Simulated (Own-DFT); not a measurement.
# One host, several defects: C11b WSi2

Source: density functional calculations with Own-DFT, an unreviewed in-house program that is no longer used. Nothing was measured or relaxed, and spin and spin-orbit coupling are left out.

Common settings: PBEsol; PseudoDojo norm-conserving scalar-relativistic files, made for PBE; cutoff 50 hartree; 5 x 5 x 5 k mesh centred on Gamma; cold (Marzari-Vanderbilt) smearing of 0.2 eV.

Known weak points: forces on such cells failed a check on a denser k mesh; stress not checked against mesh or cutoff.

All runs share one cell, with vectors in Å (-2.148, -5.953, 3.409); (-6.444, 2.976, 1.136); (-2.553, -2.948, -6.757) and a volume of 403.2 Å³. u is the rms random offset of the atoms per axis. The defect's site can differ from row to row.

| cell | formula | u (Å) | P (GPa) |
|---|---|---|---|
| no defect | Si20W10 | 0.0192 | 0.39 |
| no defect | Si20W10 | 0.0193 | 0.33 |
| no defect | Si20W10 | 0.0466 | 1.47 |
| one Si vacancy | Si19W10 | 0.0328 | -0.68 |
| one Si vacancy | Si19W10 | 0.0473 | 0.04 |
| one Si vacancy | Si19W10 | 0.0542 | 0.48 |
| one Si on a W site | Si21W9 | 0.0290 | 2.03 |
| one Si on a W site | Si21W9 | 0.0291 | 2.32 |
| one Si on a W site | Si21W9 | 0.0472 | 3.86 |
| one W on a Si site | Si19W11 | 0.0295 | 5.27 |
| one W on a Si site | Si19W11 | 0.0295 | 5.78 |
| one W on a Si site | Si19W11 | 0.0438 | 6.17 |
| one W on a Si site | Si19W11 | 0.0462 | ? |

## Worked fit

P = P0 + c u² + a shift for each defect gives P0 = 0.00 GPa, c = 746 ± 113 GPa/Å² and a scatter of 0.28 GPa. The shifts, and each times the cell's volume:

- one W on a Si site: 4.83 ± 0.23 GPa, 12.2 eV
- one Si on a W site: 1.76 ± 0.23 GPa, 4.4 eV
- one Si vacancy: -1.61 ± 0.26 GPa, -4.1 eV

Against the defect-free cell, a freed cell would be larger where the shift is positive and smaller where it is negative (160.2 GPa Å³ is 1 eV). The atoms around the defects weren't relaxed, which would change these numbers.

## Prediction

Asked: what pressure belongs in the blank (one W on a Si site, u = 0.0462 Å)?

From the fit: 6.42 ± 0.33 GPa. The run itself gave 6.73 GPa.
